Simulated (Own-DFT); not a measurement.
# Energy and forces against displacement in 4H SiC, 72 atoms (C36Si36)

Calculated results; nothing here was measured. The program, named Own-DFT, is a retired in-house plane-wave density functional code that no person has reviewed. Each row is one single-point run on a periodic cell that was not relaxed, without spin or spin-orbit coupling.

Settings of every run: PBE; PseudoDojo norm-conserving scalar-relativistic files; cutoff 42 hartree; 4 x 4 x 3 k mesh centred on Gamma; Fermi-Dirac smearing of 0.1 eV.

Known limits, some of them of some rows only: some atoms lie very close together; forces on such cells passed a denser k mesh, each cell not checked; stress not checked against mesh or cutoff.

Cell vectors in Å: (9.248, 0.000, 0.000); (-4.624, 8.009, 0.000); (0.000, 0.000, 10.068). In each run every atom was moved at random and independently from its ideal site; u is the rms move along one axis. E is the free energy for each atom above the fitted value at u = 0, and F the rms of the force components.

| run | u (Å) | E (meV/atom) | F (eV/Å) | largest force (eV/Å) | P (GPa) |
|---|---|---|---|---|---|
| 1 | 0.0291 | 33.7 | 0.850 | 2.80 | 3.66 |
| 2 | 0.0315 | 33.8 | 0.849 | 3.28 | 3.66 |
| 3 | 0.0559 | ? | ? | ? | ? |
| 4 | 0.0590 | 152.6 | 2.020 | 6.65 | 6.88 |
| 5 | 0.0596 | 128.6 | 1.683 | 5.17 | 5.95 |
| 6 | 0.0988 | 333.3 | 2.752 | 11.42 | 10.11 |
| 7 | 0.1067 | 441.8 | 3.614 | 15.09 | 13.80 |

## Worked fit

For small independent moves the energy grows as E = (3/2) K u², with K the mean stiffness felt by one atom. The runs with u up to 0.11 Å give K = 25.2 ± 1.6 eV/Å², with residuals divided by u² + 0.0006 Å², since the noise grows with the moves. The scatter is 10.7 meV/atom at u = 0.05 Å. The forces follow F = G u with G = 30.2 eV/Å²; no force at u = 0 is resolved. G exceeds K because the moves of its neighbours add to the force on an atom, and stiffness differs between atoms. The pressure follows P = 3.03 + 862 u² GPa: at fixed volume, shortened bonds push harder than stretched ones pull.

## Withheld run

Question: what energy and rms force should run 3 give?

The fit gives 118 ± 15 meV/atom and about 1.69 eV/Å. The calculation gave 118.5 meV/atom and 1.562 eV/Å.
